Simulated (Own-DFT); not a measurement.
# Stretching a layer in its plane: wurtzite AlGaN with randomly placed atoms, 72 atoms (Al9Ga27N36)

The numbers are computed, not measured, by runs of the plane-wave DFT program Own-DFT (in-house, retired, unreviewed) at fixed positions, with no spin and no spin-orbit coupling.

All runs used: PBE; PseudoDojo norm-conserving scalar-relativistic files; cutoff 42 hartree; 4 x 4 x 3 k mesh centred on Gamma; Fermi-Dirac smearing of 0.1 eV.

Limits: forces on such cells passed a denser k mesh, each cell not checked; stress not checked against mesh or cutoff.

Unstrained cell vectors in Å: (9.509, 0.000, 0.000); (-4.755, 8.235, 0.000); (0.000, 0.000, 10.268). The unstrained cell has measured lattice constants (interpolated for alloys), not those of this functional. That, the random moves and any unrelaxed bonds set the pressure at no strain. Each run strains x and y alike by e, as a substrate would, and holds the height along z. All atoms carry random offsets, Gaussian with a width of 0.05 Å per axis. The random placing of the alloy's atoms differs from row to row. Stress is positive in tension.

```
e (%),u (Å),(s_xx + s_yy)/2 (GPa),s_zz (GPa)
-3.00,0.049,-25.88,-12.75
-2.75,0.049,-25.07,-12.37
-1.75,0.055,-19.02,-11.96
-0.75,0.050,-11.54,-8.83
0.50,0.052,-5.12,-6.71
1.25,0.048,-0.58,-5.62
1.50,0.050,-0.42,-3.90
1.75,0.051,1.64,-7.16
2.25,0.049,?,?
2.75,0.050,5.69,-3.33
```

## What the rows give

With e as a fraction, the in-plane stress is -7.7 + 557 e - 2251 e² GPa (errors 11 and 691, scatter 0.60), and s_zz is -8.0 + 166 e GPa (slope ± 19, scatter 1.11). At e = 0 the first slope is C11 + C12 and the second 2 C13, both with the ions held to the strained lattice and at the cell's own pressure. The term in e² is negative: the layer stiffens under compression and softens under tension. A free layer would change its height as e changes, and the in-plane slope would drop by 2 C13²/C33 to the biaxial modulus. At fixed height, a misfit of 1 % moves the in-plane stress by about 5.6 GPa and s_zz by 1.7 GPa.

## Test on the hidden row

The question: what are the two stresses at e = 2.25 %?

The fit gives 3.7 and -4.2 GPa. The run itself gave 3.19 and -3.42 GPa.
